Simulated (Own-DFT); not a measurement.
HfO2 (monoclinic hafnia, atoms displaced) (calculated)

Computed with Own-DFT development build. A calculation, not a measurement: plane-wave PBE density functional theory by an unreviewed code, no spin, of a simulated periodic cell, stress positive in tension, free energy of the whole cell less one offset for each atom, hafnium file: forces about 75 meV/angstrom off all-electron values; oxygen file: force components 24 meV/angstrom off all-electron in one glass; forces on such cells passed a denser k mesh, this cell's mesh not checked; offsets are fitted by least squares, one for each functional and potential file, so energies compare only between cells with the same atoms and settings and are not formation energies; the far tail of each file's local potential was reset to the Coulomb form; each entry is a single point on an unrelaxed cell, so the pressure reflects the starting lattice, mostly measured values, from which strain is counted, and rises with the displacements; printed positions are rounded, which can move forces by about a meV/angstrom; the program is a retired in-house code; no spin-orbit coupling; before rounding, a Quantum ESPRESSO 7.3.1 run of the same cell and cutoff gave forces within 1 meV/angstrom rms on each cell, which checks the program and not the settings.

Settings shared by all entries: functional PBE; potential files PseudoDojo norm-conserving, scalar-relativistic, standard set; wave cutoff 72 hartree; occupations Fermi-Dirac; smearing width 0.1 eV; k mesh 2 x 2 x 2 centred on Gamma.

(1) HfO2 (monoclinic hafnia, atoms displaced)

```
HfO2
1.0
     10.2340     0.0000     0.0000
      0.0000    10.3500     0.0000
     -1.6955     0.0000    10.4453
Hf O Hf O Hf O Hf O Hf O Hf O Hf O Hf O
4 8 4 8 4 8 4 8 4 8 4 8 4 8 4 8
Direct
  0.13965 0.01281 0.10324
  0.36185 0.27536 0.14281
  0.36063 0.47757 0.40202
  0.13948 0.22342 0.36543
  0.03506 0.16046 0.17424
  0.47297 0.42537 0.08777
  0.47075 0.33063 0.32443
  0.04341 0.08300 0.43187
  0.22657 0.38327 0.23011
  0.27016 0.12376 0.01322
  0.27680 0.12488 0.26920
  0.21994 0.37104 0.48223
  0.13658 0.01327 0.60504
  0.35960 0.27801 0.63613
  0.35685 0.47780 0.89459
  0.13923 0.22793 0.85666
  0.03544 0.16735 0.66758
  0.47276 0.41379 0.58087
  0.46425 0.32685 0.82657
  0.03292 0.08804 0.91612
  0.21997 0.38586 0.74771
  0.27528 0.12700 0.50682
  0.26882 0.11697 0.76157
  0.22530 0.37475 0.99271
  0.14077 0.52141 0.10328
  0.36109 0.76291 0.14475
  0.35846 0.98704 0.40091
  0.13268 0.72899 0.35000
  0.03956 0.66587 0.17377
  0.45976 0.91636 0.08126
  0.47188 0.83762 0.32771
  0.03759 0.57731 0.42900
  0.22578 0.87580 0.24125
  0.27899 0.63065 0.01051
  0.28183 0.61928 0.25910
  0.22456 0.86734 0.49143
  0.13327 0.52693 0.60959
  0.36262 0.77685 0.64153
  0.35852 0.98384 0.89112
  0.13058 0.73611 0.85753
  0.04097 0.66313 0.68149
  0.47003 0.91622 0.58129
  0.47024 0.83925 0.82540
  0.03884 0.58668 0.92324
  0.22618 0.88241 0.75242
  0.27932 0.61993 0.50770
  0.28015 0.61134 0.75986
  0.23347 0.86134 0.98701
  0.63745 0.02548 0.11136
  0.87211 0.27016 0.15102
  0.86817 0.48697 0.39686
  0.63976 0.22267 0.34954
  0.53512 0.17389 0.17407
  0.96477 0.41335 0.07345
  0.95729 0.34220 0.32652
  0.54571 0.08497 0.42593
  0.72111 0.38116 0.23586
  0.77383 0.12604 0.00608
  0.76839 0.12856 0.26071
  0.72944 0.37485 0.48516
  0.64378 0.02601 0.60147
  0.85129 0.26928 0.65206
  0.85707 0.48085 0.90257
  0.64249 0.23056 0.85608
  0.53441 0.16185 0.67263
  0.97032 0.41967 0.57752
  0.96529 0.33191 0.82490
  0.53617 0.08785 0.91307
  0.71865 0.37476 0.73939
  0.78235 0.13069 0.51983
  0.77038 0.11662 0.75219
  0.72309 0.36690 0.98685
  0.63959 0.52633 0.10064
  0.86010 0.76586 0.14361
  0.85931 0.97224 0.38981
  0.63911 0.71848 0.35716
  0.53661 0.67101 0.16862
  0.95794 0.91698 0.06994
  0.96293 0.83415 0.33540
  0.53778 0.58608 0.42247
  0.71663 0.87763 0.23295
  0.76983 0.64346 0.00754
  0.77497 0.61465 0.25715
  0.72596 0.86740 0.48857
  0.63530 0.52359 0.59649
  0.86648 0.76173 0.65923
  0.86521 0.98524 0.89664
  0.63234 0.73357 0.84886
  0.54254 0.67415 0.67395
  0.96815 0.91116 0.57725
  0.96651 0.82705 0.82884
  0.54047 0.58621 0.92483
  0.72388 0.88052 0.73577
  0.76876 0.62929 0.51594
  0.77956 0.62169 0.76333
  0.73098 0.87032 0.99339
```

```
free energy of cell above offsets : -92.613 eV
pressure                          : 6 GPa
stress xx                         : -5.51 GPa
stress yy                         : -6.22 GPa
stress zz                         : -6.28 GPa
stress yz                         : 0.39 GPa
stress xz                         : -0.06 GPa
stress xy                         : -0.79 GPa
```

Force:
| element | x (eV/Å) | y (eV/Å) | z (eV/Å) |
| --- | --- | --- | --- |
| Hf | -0.092 | 0.486 | 0.31 |
| Hf | 0.66 | 0.498 | 0.893 |
| Hf | 0.785 | 0.004 | -2.426 |
| Hf | -0.606 | 0.93 | -2.238 |
| O | 0.436 | -0.367 | 0.46 |
| O | -1.642 | -1.064 | -1.025 |
| O | -1.576 | 1.023 | 0.799 |
| O | -1.615 | -0.665 | -1.433 |
| O | -0.258 | -0.625 | 1.457 |
| O | 0.282 | 0.494 | 0.116 |
| O | -0.086 | -0.13 | -0.767 |
| O | 0.643 | -0.18 | 1.042 |
| Hf | -0.965 | 1.335 | 1.297 |
| Hf | 0.596 | -1.728 | 3.033 |
| Hf | 1.697 | 0.433 | 0.339 |
| Hf | -0.181 | 0.967 | -1.617 |
| O | -0.025 | -0.061 | 0.493 |
| O | -1.127 | 0.036 | -0.935 |
| O | -1.006 | 1.027 | -0.088 |
| O | -0.214 | -1.155 | 0.965 |
| O | 0.536 | -1.35 | -1.184 |
| O | 0.504 | 0.507 | 1.347 |
| O | 0.465 | 0.946 | -0.501 |
| O | 0.147 | -0.705 | -0.514 |
| Hf | 0.577 | -0.158 | -0.353 |
| Hf | 1.473 | 1.495 | 0.718 |
| Hf | 2.562 | -2.045 | -0.907 |
| Hf | 1.468 | -0.646 | 0.885 |
| O | -0.909 | 0.524 | 0.072 |
| O | 0.933 | 1.148 | -0.425 |
| O | -0.709 | 0.002 | 0.52 |
| O | 1.211 | 2.342 | -1.13 |
| O | -0.74 | 0.486 | -0.057 |
| O | -0.415 | -1.098 | -0.189 |
| O | -0.709 | 0.029 | 0.558 |
| O | -0.036 | 0.075 | -0.09 |
| Hf | 1.274 | -1.89 | 0.178 |
| Hf | 0.669 | -1.095 | 1.344 |
| Hf | 1.88 | -0.58 | 1.52 |
| Hf | 3.177 | -1.897 | 0.44 |
| O | -1.079 | 1.2 | -0.45 |
| O | -0.854 | 0.218 | -0.69 |
| O | -1.19 | 0.338 | -0.316 |
| O | -1.194 | -0.891 | 0.463 |
| O | 0.006 | -0.914 | -1.952 |
| O | -0.127 | 1.195 | 0.416 |
| O | 0.13 | 1.809 | -0.17 |
| O | -1.421 | 1.556 | 0.923 |
| Hf | -0.998 | -1.242 | -2.479 |
| Hf | -1.976 | 0.712 | -0.608 |
| Hf | -2.166 | -2.196 | 0.433 |
| Hf | -0.148 | 3.496 | 1.534 |
| O | -0.138 | -1.135 | -1.079 |
| O | 0.465 | 0.62 | 0.316 |
| O | 2.098 | -1.802 | -0.168 |
| O | -1.784 | -0.865 | -0.601 |
| O | 0.558 | -0.22 | -0.283 |
| O | 0.624 | 0.279 | 0.828 |
| O | 2.038 | -2.018 | -0.257 |
| O | -0.483 | -0.221 | 0.636 |
| Hf | -0.495 | -1.316 | 0.695 |
| Hf | 2.541 | 0.903 | -1.343 |
| Hf | 1.009 | -0.613 | -1.447 |
| Hf | -1.209 | -0.646 | -0.886 |
| O | -1.01 | 0.966 | -0.716 |
| O | -1.011 | -0.653 | 0.506 |
| O | -0.729 | 0.774 | 0.831 |
| O | -0.964 | -1.131 | 1.429 |
| O | 0.114 | 1.083 | -0.045 |
| O | 0.308 | -0.544 | -1.712 |
| O | 0.776 | 0.769 | 1.541 |
| O | 0.545 | 1.061 | 0.633 |
| Hf | -0.519 | -1.12 | 0.776 |
| Hf | -0.971 | 1.422 | -0.481 |
| Hf | -1.184 | 1.221 | 2.219 |
| Hf | -0.34 | 3.445 | -1.257 |
| O | 0.396 | -0.351 | 0.528 |
| O | 1.816 | -0.133 | 1.388 |
| O | 0.881 | -1.217 | -1.245 |
| O | -1.952 | -1.577 | 0.245 |
| O | 1.348 | 0.115 | 0.874 |
| O | 1.288 | -1.952 | 0.102 |
| O | 0.624 | 1.473 | 0.28 |
| O | 0.627 | 0.227 | -0.52 |
| Hf | 1.12 | -0.608 | 1.964 |
| Hf | -1.335 | 1.459 | -2.279 |
| Hf | -2.052 | -0.819 | -0.706 |
| Hf | 0.781 | 0.572 | 1.244 |
| O | -0.896 | -0.695 | -1.402 |
| O | -0.359 | -0.44 | 0.133 |
| O | -1.377 | 1.704 | 0.616 |
| O | -0.986 | -0.552 | -0.974 |
| O | 0.8 | -0.369 | 0.637 |
| O | 1.55 | 0.215 | -0.498 |
| O | 0.037 | -0.587 | 0.087 |
| O | -0.601 | 0.646 | -0.62 |

(2) HfO2 (monoclinic hafnia, atoms displaced)

```
HfO2
1.0
     10.2340     0.0000     0.0000
      0.0000    10.3500     0.0000
     -1.6955     0.0000    10.4453
Hf O Hf O Hf O Hf O Hf O Hf O Hf O Hf O
4 8 4 8 4 8 4 8 4 8 4 8 4 8 4 8
Direct
  0.13141 0.01875 0.10146
  0.36213 0.26775 0.14731
  0.36232 0.46821 0.39874
  0.13460 0.22400 0.34707
  0.03366 0.17119 0.17909
  0.46916 0.41314 0.07260
  0.46771 0.32917 0.32902
  0.03852 0.07962 0.42674
  0.22389 0.38591 0.23915
  0.28034 0.13078 0.00400
  0.28256 0.12299 0.26077
  0.23716 0.37334 0.49811
  0.13500 0.01688 0.60316
  0.35598 0.27357 0.63962
  0.35999 0.47997 0.90149
  0.13337 0.23832 0.84962
  0.03961 0.17185 0.67320
  0.46166 0.41927 0.57798
  0.45697 0.33084 0.82433
  0.03137 0.07931 0.91653
  0.22582 0.38262 0.74223
  0.27166 0.11803 0.51076
  0.27197 0.11905 0.75566
  0.22359 0.37765 0.99294
  0.13862 0.51639 0.09676
  0.35794 0.75938 0.14676
  0.36435 0.97896 0.39637
  0.13520 0.73618 0.35765
  0.02919 0.66061 0.16811
  0.46464 0.90973 0.07570
  0.45826 0.84816 0.32479
  0.03630 0.58958 0.42160
  0.21847 0.88502 0.23471
  0.27605 0.62903 0.01123
  0.27775 0.61527 0.26263
  0.22696 0.88018 0.48737
  0.13222 0.52098 0.60125
  0.35303 0.77129 0.64655
  0.37050 0.98299 0.90182
  0.14025 0.72850 0.85451
  0.03364 0.67615 0.67931
  0.46457 0.91722 0.58039
  0.45581 0.83263 0.83020
  0.03507 0.58924 0.92232
  0.22331 0.88506 0.73839
  0.27679 0.63280 0.52044
  0.27748 0.62661 0.75683
  0.22182 0.87339 0.99553
  0.63681 0.01926 0.09913
  0.86151 0.26792 0.15275
  0.85046 0.48003 0.39866
  0.63902 0.22893 0.35436
  0.54039 0.16040 0.17417
  0.96611 0.41604 0.08100
  0.95475 0.34443 0.32282
  0.53188 0.08424 0.42170
  0.72871 0.37546 0.24685
  0.77571 0.13369 0.01393
  0.77620 0.12505 0.26607
  0.72069 0.37638 0.49697
  0.63106 0.01943 0.61070
  0.86804 0.26147 0.64977
  0.86393 0.48174 0.89332
  0.63971 0.22949 0.85777
  0.54334 0.16896 0.67509
  0.96024 0.42513 0.56602
  0.96199 0.33000 0.83389
  0.54278 0.07840 0.92364
  0.73349 0.38964 0.73292
  0.77969 0.13092 0.50933
  0.77346 0.12415 0.75484
  0.73136 0.36445 0.98311
  0.63437 0.52189 0.09968
  0.86873 0.77557 0.15191
  0.86291 0.97691 0.40354
  0.64263 0.72453 0.35041
  0.54228 0.66772 0.17560
  0.97141 0.91996 0.07509
  0.97402 0.83503 0.32933
  0.53522 0.57825 0.41881
  0.73604 0.87800 0.23774
  0.76649 0.61589 0.00642
  0.76922 0.62154 0.25886
  0.72827 0.86695 0.48466
  0.64039 0.51232 0.61020
  0.86336 0.76186 0.63652
  0.85746 0.97091 0.89793
  0.63266 0.72984 0.84703
  0.54133 0.67435 0.67129
  0.95261 0.91423 0.57184
  0.96245 0.82850 0.83008
  0.53678 0.59152 0.92042
  0.72402 0.88196 0.74094
  0.77007 0.63604 0.50214
  0.77531 0.61585 0.75289
  0.73631 0.87414 0.98690
```

```
free energy of cell above offsets : -92.792 eV
pressure                          : 6.82 GPa
stress xx                         : -7.72 GPa
stress yy                         : -6.02 GPa
stress zz                         : -6.74 GPa
stress yz                         : -0.27 GPa
stress xz                         : -0.86 GPa
stress xy                         : -0.12 GPa
```

Force:
| element | x (eV/Å) | y (eV/Å) | z (eV/Å) |
| --- | --- | --- | --- |
| Hf | 2.211 | 0.737 | -0.743 |
| Hf | 0.318 | -0.413 | -0.048 |
| Hf | 1.125 | 2.79 | -1.018 |
| Hf | -0.075 | 0.806 | 1.447 |
| O | 0.659 | -1.052 | -0.581 |
| O | -0.572 | -0.417 | 0.217 |
| O | -0.648 | 0.185 | -0.517 |
| O | -0.575 | 0.665 | -0.924 |
| O | 0.222 | -1.806 | 0.383 |
| O | -0.49 | 0.831 | 0.848 |
| O | -0.835 | 0.744 | -0.364 |
| O | -2.502 | -0.807 | -1.145 |
| Hf | 0.966 | 0.45 | 0.882 |
| Hf | 0.859 | -1.951 | 1.933 |
| Hf | 1.246 | 0.142 | -1.714 |
| Hf | 1.312 | -2.478 | 1.223 |
| O | -0.147 | -0.002 | -0.6 |
| O | 0.844 | -0.261 | 0.847 |
| O | 0.805 | 0.145 | 0.591 |
| O | 0.701 | 0.983 | 0.294 |
| O | -0.867 | 0.181 | -0.265 |
| O | 0.274 | 2.171 | 0.142 |
| O | 0.298 | 0.672 | 0.241 |
| O | 0.205 | -0.921 | -0.578 |
| Hf | -1.661 | 0.83 | 2.208 |
| Hf | 0.108 | 2.321 | 1.083 |
| Hf | -0.636 | 1.098 | -0.082 |
| Hf | 2.26 | -1.607 | -0.724 |
| O | 0.433 | 0.674 | 0.649 |
| O | 0.727 | 0.244 | 0.194 |
| O | 2.157 | -3.047 | -0.962 |
| O | -0.548 | -0.362 | 0.47 |
| O | -0.05 | -1.022 | 0.557 |
| O | 0.375 | -0.363 | -0.622 |
| O | -0.13 | 1.033 | -0.221 |
| O | -1.043 | -1.542 | 0.413 |
| Hf | 0.698 | 1.149 | -0.066 |
| Hf | 1.543 | 0.564 | -0.037 |
| Hf | -2.323 | -0.38 | -0.965 |
| Hf | -0.276 | 1.942 | 0.427 |
| O | 1.564 | -1.963 | -1.358 |
| O | -0.169 | -0.202 | 0.259 |
| O | 1.165 | -0.508 | -0.068 |
| O | -0.113 | -0.85 | -0.283 |
| O | -0.459 | -0.943 | 0.191 |
| O | -0.494 | -0.521 | -1.287 |
| O | -0.612 | -0.907 | 1.172 |
| O | 0.37 | -0.623 | -0.802 |
| Hf | 0.543 | -0.517 | 1.796 |
| Hf | -0.68 | 1.346 | -1.114 |
| Hf | 0.812 | 0.416 | -1.261 |
| Hf | 0.406 | -0.677 | 0.815 |
| O | -1.095 | 0.861 | -0.375 |
| O | 0.196 | -0.019 | -0.671 |
| O | 2.542 | -1.346 | 1.18 |
| O | 0.914 | 0.508 | 0.657 |
| O | -1.575 | 0.76 | -1.132 |
| O | -0.033 | -1.176 | -0.346 |
| O | 0.465 | -0.795 | -0.357 |
| O | 0.18 | -0.966 | -0.935 |
| Hf | 1.001 | -0.011 | -1.534 |
| Hf | -1.68 | 1.098 | -1.034 |
| Hf | -0.873 | 0.292 | 0.925 |
| Hf | -0.045 | 0.254 | -0.884 |
| O | -1.543 | 0.854 | -0.279 |
| O | 0.21 | -1.232 | 2.059 |
| O | 0.377 | 0.018 | -0.601 |
| O | -0.042 | 0.449 | -0.564 |
| O | -0.078 | -2.444 | 1.909 |
| O | -0.215 | -0.12 | 0.308 |
| O | 0.471 | -0.078 | 1.21 |
| O | -0.701 | 0.882 | 0.516 |
| Hf | 1.291 | -0.15 | 0.648 |
| Hf | 0.108 | -1.48 | -1.377 |
| Hf | -1.125 | 1.051 | -2.016 |
| Hf | -2.074 | 1.081 | 0.988 |
| O | -1.541 | 0.11 | -1.08 |
| O | -1.671 | -1.205 | 0.746 |
| O | -1.369 | 0.809 | -0.334 |
| O | -0.004 | 0.248 | -0.09 |
| O | -0.837 | 0.538 | 0.147 |
| O | 1.286 | 1.632 | 0.134 |
| O | 1.279 | -0.271 | -0.182 |
| O | -1.007 | 0.39 | 0.021 |
| Hf | -1.157 | 2.361 | -1.937 |
| Hf | -2.08 | 1.339 | 1.893 |
| Hf | 2.181 | 1.787 | -2.119 |
| Hf | 0.708 | 0.502 | -0.013 |
| O | -0.774 | -0.274 | -0.297 |
| O | 2.134 | 0.484 | 1.541 |
| O | -0.002 | 0.137 | -0.09 |
| O | -2.02 | -1.606 | 0.396 |
| O | -0.009 | -0.371 | -0.41 |
| O | 0.537 | -1.355 | 0.688 |
| O | 0.359 | 1.075 | 0.582 |
| O | -1.992 | -1.6 | 1.173 |

(3) HfO2 (monoclinic hafnia, atoms displaced)

```
HfO2
1.0
     10.2340     0.0000     0.0000
      0.0000    10.3500     0.0000
     -1.6955     0.0000    10.4453
Hf O Hf O Hf O Hf O Hf O Hf O Hf O Hf O
4 8 4 8 4 8 4 8 4 8 4 8 4 8 4 8
Direct
  0.14459 0.01392 0.08604
  0.35501 0.26583 0.14661
  0.36977 0.47243 0.39584
  0.13293 0.23837 0.35717
  0.03258 0.16373 0.17112
  0.47629 0.42442 0.06947
  0.47732 0.33383 0.32652
  0.04041 0.07241 0.43081
  0.22620 0.37305 0.24521
  0.28058 0.13604 0.00582
  0.27100 0.12364 0.27079
  0.21386 0.36969 0.48298
  0.13982 0.00980 0.60318
  0.37803 0.25904 0.64815
  0.36401 0.47550 0.89929
  0.14201 0.22419 0.85851
  0.03364 0.15471 0.67471
  0.47219 0.41670 0.56995
  0.46494 0.33002 0.82148
  0.02580 0.07065 0.92408
  0.22431 0.38147 0.74281
  0.27903 0.12885 0.51925
  0.27694 0.11802 0.76327
  0.23263 0.38008 0.00444
  0.14076 0.52888 0.09653
  0.35546 0.76314 0.15325
  0.35924 0.98954 0.40844
  0.15711 0.75093 0.35645
  0.04645 0.67277 0.17191
  0.47075 0.90722 0.08176
  0.46306 0.84439 0.32598
  0.05297 0.58574 0.42329
  0.21594 0.87652 0.23812
  0.29088 0.63818 0.00853
  0.28010 0.62297 0.25779
  0.21311 0.87414 0.48965
  0.13877 0.51422 0.60241
  0.35714 0.76918 0.64811
  0.35486 0.97569 0.90057
  0.13974 0.73869 0.85726
  0.02968 0.65995 0.67157
  0.44760 0.91405 0.57597
  0.47066 0.82036 0.82373
  0.03843 0.59249 0.93117
  0.23318 0.87524 0.74134
  0.28763 0.63462 0.50093
  0.27336 0.61630 0.78175
  0.23748 0.85991 0.98773
  0.63488 0.01317 0.10430
  0.86290 0.27520 0.15424
  0.86508 0.48229 0.39320
  0.65289 0.22791 0.35522
  0.54162 0.16436 0.17040
  0.94948 0.40509 0.07826
  0.96823 0.33073 0.32824
  0.54370 0.07921 0.43240
  0.72493 0.37606 0.23634
  0.78050 0.12630 0.02286
  0.78016 0.12720 0.26144
  0.73502 0.37111 0.47504
  0.64098 0.02178 0.61501
  0.86015 0.28813 0.65696
  0.86099 0.48379 0.89087
  0.63599 0.23044 0.85361
  0.54791 0.17827 0.68269
  0.97173 0.40930 0.57379
  0.94936 0.33915 0.82036
  0.53403 0.08492 0.92293
  0.72266 0.37145 0.73818
  0.77619 0.12595 0.51709
  0.77532 0.13276 0.75344
  0.72585 0.38192 0.97101
  0.64793 0.52651 0.10252
  0.86668 0.78399 0.14187
  0.86374 0.97271 0.39108
  0.64097 0.73746 0.35414
  0.55006 0.67668 0.17004
  0.97212 0.90633 0.07594
  0.95698 0.83000 0.32074
  0.53187 0.58984 0.42396
  0.71976 0.88842 0.23219
  0.76835 0.62538 0.00521
  0.78354 0.62509 0.27060
  0.71917 0.87523 0.49079
  0.63855 0.51247 0.59434
  0.86639 0.77439 0.64630
  0.86975 0.98659 0.90366
  0.65341 0.73130 0.84683
  0.54250 0.66318 0.67105
  0.97562 0.91171 0.57667
  0.95136 0.82401 0.82909
  0.54074 0.59032 0.92927
  0.71767 0.87481 0.74388
  0.76796 0.61993 0.50501
  0.77489 0.62929 0.77267
  0.72163 0.86407 0.97789
```

```
free energy of cell above offsets : -85.308 eV
pressure                          : 8.4 GPa
stress xx                         : -7.85 GPa
stress yy                         : -7.5 GPa
stress zz                         : -9.86 GPa
stress yz                         : -0.25 GPa
stress xz                         : 0 GPa
stress xy                         : -0.86 GPa
```

Force:
| element | x (eV/Å) | y (eV/Å) | z (eV/Å) |
| --- | --- | --- | --- |
| Hf | -1.991 | 1.029 | 5.254 |
| Hf | 2.949 | 1.846 | 2.397 |
| Hf | -0.724 | 1.085 | -0.828 |
| Hf | 0.612 | -2.627 | -0.445 |
| O | 1.482 | -1.192 | -0.673 |
| O | -1.614 | -2.136 | 1.33 |
| O | -0.741 | -0.168 | -0.427 |
| O | -0.083 | 0.988 | -1.455 |
| O | 0.264 | 0.702 | -0.726 |
| O | -1.227 | -1.436 | -0.253 |
| O | 0.929 | -0.213 | -1.669 |
| O | 1.58 | 0.901 | 1.635 |
| Hf | -0.539 | 3.227 | 0.882 |
| Hf | -2.53 | 2.357 | -0.342 |
| Hf | 2.523 | 1.638 | 0.259 |
| Hf | -0.571 | 1.729 | -3.496 |
| O | 0.124 | 1.065 | 1.871 |
| O | -1.773 | -2.01 | 0.497 |
| O | -0.478 | 0.495 | 0.495 |
| O | 5.819 | 3.634 | -0.269 |
| O | -0.242 | -1.823 | 0.531 |
| O | 0.101 | -0.129 | -0.104 |
| O | -0.207 | 0.124 | 0.689 |
| O | -0.801 | -1.663 | -1.57 |
| Hf | -0.859 | -0.165 | 2.28 |
| Hf | 3.8 | 0.339 | 0.03 |
| Hf | 2.24 | -0.184 | -1.918 |
| Hf | -3.307 | -6.051 | -0.909 |
| O | -0.895 | 0.191 | -0.422 |
| O | -1.465 | 0.667 | -1.062 |
| O | -0.295 | -0.389 | 0.421 |
| O | -1.378 | -0.174 | -0.198 |
| O | 0.826 | 1.857 | -1.38 |
| O | -1.723 | -1.32 | 0.633 |
| O | 0.21 | -0.659 | 0.192 |
| O | 0.901 | 0.814 | 1.049 |
| Hf | 0.258 | 1.231 | -0.503 |
| Hf | 3.004 | -2.255 | 0.787 |
| Hf | 5.903 | -0.855 | -1.486 |
| Hf | -0.437 | -3.439 | -1.428 |
| O | 0.296 | 0.411 | 0.451 |
| O | 1.539 | 0.976 | 1.145 |
| O | -2.025 | 2.253 | 0.274 |
| O | -0.111 | -0.399 | -0.651 |
| O | -1.646 | 0.338 | 0.73 |
| O | -0.299 | 0.004 | 1.435 |
| O | -0.477 | 1.241 | -2.819 |
| O | -2.005 | 2.448 | 1.155 |
| Hf | -0.426 | 2.208 | -1.332 |
| Hf | -0.917 | -2.674 | -1.477 |
| Hf | 1.285 | 1.232 | -0.288 |
| Hf | -1.535 | -1.074 | -0.221 |
| O | -1.338 | 0.323 | 0.204 |
| O | 3.848 | 3.686 | -1.325 |
| O | -1.185 | 1.017 | 0.362 |
| O | -1.202 | 0.463 | -0.105 |
| O | 0.133 | 0.831 | 0.206 |
| O | 0.195 | -0.34 | -1.602 |
| O | 0.339 | -1.625 | 1.245 |
| O | -0.82 | 0.277 | 1.891 |
| Hf | 0.668 | -0.163 | -1.682 |
| Hf | 1.02 | -4.62 | -4.41 |
| Hf | -1.303 | 0.975 | 1.877 |
| Hf | 1.235 | 0.468 | 3.511 |
| O | -0.408 | -1.997 | -2.581 |
| O | 0.206 | 0.859 | 0.017 |
| O | 4.168 | -0.911 | 2.696 |
| O | -0.76 | -0.722 | -0.408 |
| O | -1.292 | 2.492 | -1.158 |
| O | 0.194 | 0.209 | -0.155 |
| O | 0.325 | -2.092 | 1.999 |
| O | -1.1 | -1.256 | 0.874 |
| Hf | -1.487 | 0.109 | -0.39 |
| Hf | -1.877 | -4.732 | 0.238 |
| Hf | -0.367 | 2.553 | 1.229 |
| Hf | -1.453 | -1.533 | -0.533 |
| O | -1.262 | 0.204 | 0.89 |
| O | 1.98 | 2.25 | -1.086 |
| O | 1 | 0.242 | 0.864 |
| O | 0.235 | -0.017 | -0.83 |
| O | 1.249 | -1.517 | 1.617 |
| O | 2.659 | 1.303 | 1.289 |
| O | 0.162 | 0.221 | -0.994 |
| O | 1.133 | -0.329 | 0.257 |
| Hf | -0.552 | 2.73 | 1.106 |
| Hf | -0.802 | -1.231 | -0.428 |
| Hf | -6.873 | -2.331 | -1.92 |
| Hf | -5.204 | -1.141 | 2.258 |
| O | -0.555 | -0.498 | -0.956 |
| O | -2.054 | -1.529 | 0.059 |
| O | 1.376 | 0.936 | 0.355 |
| O | -1.063 | -0.756 | -1.145 |
| O | 1.443 | 2.377 | -2.122 |
| O | 1.297 | 1.341 | 1.109 |
| O | 3.47 | -2.687 | -3.127 |
| O | 1.295 | 2.173 | 2.732 |
